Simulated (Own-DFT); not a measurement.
SiC (4H silicon carbide, strained, atoms displaced) (calculated)

All values are calculated (Own-DFT development build). A calculation, not a measurement: plane-wave PBE density functional theory by an unreviewed code, no spin, of a simulated periodic cell, stress positive in tension, free energy of the whole cell less one offset for each atom, forces on such cells passed a denser k mesh, this cell's mesh not checked; offsets are fitted by least squares, one for each functional and potential file, so energies compare only between cells with the same atoms and settings and are not formation energies; the far tail of each file's local potential was reset to the Coulomb form; each entry is a single point on an unrelaxed cell, so the pressure reflects the starting lattice, mostly measured values (interpolated for alloys), from which strain is counted, and rises with the displacements; printed positions are rounded, which can move forces by about a meV/angstrom; the program, named Own-DFT, is a retired in-house code; no spin-orbit coupling.

## SiC (4H silicon carbide, strained, atoms displaced)

```
SiC
1.0
      9.2751    -0.1720     0.1485
     -4.7865     8.1577    -0.1092
      0.1617    -0.0440    10.2366
Si C Si C Si C Si C Si C Si C Si C Si C Si C Si C Si C Si C Si C Si C Si C Si C Si C Si C
2 2 2 2 2 2 2 2 2 2 2 2 2 2 2 2 2 2 2 2 2 2 2 2 2 2 2 2 2 2 2 2 2 2 2 2
Direct
  0.99954 0.99591 0.40330
  0.09597 0.21968 0.15253
  0.99386 0.99363 0.08237
  0.11837 0.22002 0.34300
  0.98860 0.33408 0.39929
  0.10776 0.55838 0.15420
  0.00793 0.33519 0.09174
  0.10831 0.55464 0.33545
  0.99741 0.66348 0.41493
  0.12019 0.89533 0.16256
  0.99636 0.66745 0.09534
  0.10999 0.89496 0.33804
  0.33016 0.99703 0.41187
  0.44143 0.21840 0.15870
  0.33914 0.00666 0.08703
  0.45230 0.22235 0.33982
  0.33962 0.34436 0.40548
  0.44703 0.56259 0.15588
  0.32238 0.32699 0.09426
  0.43677 0.54951 0.35029
  0.32124 0.66810 0.40475
  0.45315 0.89321 0.15165
  0.33241 0.66963 0.09313
  0.44495 0.88817 0.34486
  0.65480 0.98830 0.40030
  0.78300 0.23607 0.15415
  0.66099 0.99318 0.09275
  0.77358 0.22161 0.34543
  0.67044 0.33381 0.39753
  0.77709 0.56423 0.15157
  0.65734 0.33479 0.08366
  0.78662 0.56418 0.35228
  0.67703 0.67866 0.39677
  0.78302 0.89457 0.15576
  0.65999 0.66324 0.09760
  0.78794 0.89812 0.35190
  0.00464 0.00016 0.90682
  0.88147 0.77737 0.65050
  0.00415 0.00382 0.59444
  0.89171 0.77206 0.84668
  0.98530 0.66191 0.89809
  0.89757 0.44756 0.65706
  0.99589 0.65822 0.59181
  0.88080 0.44016 0.84148
  0.99256 0.32339 0.90460
  0.88592 0.10739 0.65257
  0.00522 0.34076 0.59829
  0.88341 0.11221 0.84542
  0.66834 0.99643 0.89601
  0.55960 0.77430 0.65574
  0.67861 0.01270 0.59501
  0.55137 0.77740 0.84042
  0.66901 0.66530 0.90720
  0.55332 0.43797 0.64968
  0.66690 0.66328 0.58685
  0.55742 0.44700 0.84873
  0.66405 0.33871 0.90941
  0.55619 0.11678 0.65698
  0.67137 0.33652 0.59231
  0.55876 0.11296 0.84320
  0.32500 0.99447 0.90577
  0.22083 0.78068 0.65533
  0.33050 0.99853 0.59014
  0.23222 0.78090 0.83336
  0.32624 0.65834 0.91635
  0.22210 0.45085 0.65621
  0.32470 0.66925 0.58627
  0.21778 0.44776 0.84552
  0.33649 0.32774 0.90344
  0.21497 0.11146 0.65567
  0.33359 0.33292 0.59078
  0.22598 0.11614 0.84486
```

| Item | Value |
| --- | --- |
| functional | PBE |
| potential files | PseudoDojo norm-conserving, scalar-relativistic, standard set |
| wave cutoff | 42 hartree |
| occupations | Fermi-Dirac |
| smearing width | 0.1 eV |
| k mesh | 4 x 4 x 3 centred on Gamma |
| pressure | withheld |
| stress zz | withheld |

Q: What pressure does the calculation give for SiC (4H silicon carbide, strained, atoms displaced)?
A: -0.24 GPa

Q: SiC (4H silicon carbide, strained, atoms displaced): stress zz?
A: 3.46 GPa

Q: Give the table of force values for SiC (4H silicon carbide, strained, atoms displaced).
A: 
Force:
```
element  x (eV/Å)  y (eV/Å)  z (eV/Å)
     Si     0.973     2.686     1.194
     Si     2.962    -0.587     0.976
      C     0.964     0.947     2.568
      C    -2.262      0.08    -0.264
     Si     3.105    -0.074     1.665
     Si    -0.058    -0.022    -0.457
      C    -2.434     0.594    -0.427
      C    -1.053     0.027     1.122
     Si     0.821     0.912    -2.181
     Si    -0.958    -0.769    -2.732
      C     0.928     0.713    -1.208
      C     1.267    -1.299     2.461
     Si     0.151     1.192    -1.757
     Si    -1.126     0.977     -0.92
      C     0.113    -1.402     1.327
      C    -1.285    -0.234     0.901
     Si     0.475     -2.97     0.075
     Si    -1.842    -2.715     0.941
      C     0.989     0.836    -0.325
      C     0.379     3.719    -1.905
     Si     2.001    -0.743    -0.051
     Si    -2.782    -0.806     0.867
      C      0.32     0.136     1.113
      C    -1.804    -0.833    -1.197
     Si     1.785     2.628     2.192
     Si    -0.718    -1.783    -0.416
      C       2.5     2.369    -0.834
      C    -0.001    -0.968    -1.607
     Si    -0.918     0.841     2.021
     Si     0.152     -1.44     1.371
      C     1.586     0.866      2.97
      C    -1.334    -1.218    -2.358
     Si    -1.026    -2.217     1.676
     Si    -1.111    -0.905    -0.006
      C     1.245     1.816    -0.778
      C    -1.962    -0.975    -2.553
     Si    -1.204     -0.23    -1.332
     Si     1.571    -0.271     0.976
      C    -1.237     -1.42      -0.7
      C    -1.976     1.865    -1.742
     Si     3.784    -0.163     1.448
     Si    -1.567    -1.199     0.132
      C    -0.284     2.097     1.023
      C     1.175     0.452     0.567
     Si    -0.351     2.126     0.052
     Si     1.175     2.211     0.906
      C    -0.233    -1.502     -1.57
      C     2.723    -1.008    -1.299
     Si    -2.379      -0.1     1.737
     Si    -1.508      0.65    -0.852
      C     -2.27    -2.614    -1.453
      C     1.234    -1.138     0.699
     Si    -1.463     0.467     -0.04
     Si      0.47     0.982     0.908
      C    -0.798     0.209     0.236
      C     0.222      -0.1    -1.624
     Si     0.154    -1.471    -2.162
     Si     0.637    -0.231    -0.067
      C    -0.028    -0.417    -0.621
      C    -0.742    -0.076     0.241
     Si     1.461     0.804    -0.998
     Si     0.403    -0.278    -0.536
      C    -0.382     0.531     1.148
      C    -1.656    -1.002     2.478
     Si    -0.034      1.51    -2.818
     Si     0.803     0.107     0.064
      C     1.434     0.125     1.003
      C     1.222    -1.263    -0.418
     Si    -1.877     1.699      1.57
     Si      2.05     0.645     0.202
      C    -0.707     0.122     0.498
      C     0.135    -1.498    -1.117
```

Further results for SiC (4H silicon carbide, strained, atoms displaced):

| Property | Result |
| --- | --- |
| free energy of cell above offsets | -5.566 eV |
| stress xx | -3.05 GPa |
| stress yy | 0.31 GPa |
| stress yz | -1.49 GPa |
| stress xz | 4.6 GPa |
| stress xy | -8.74 GPa |
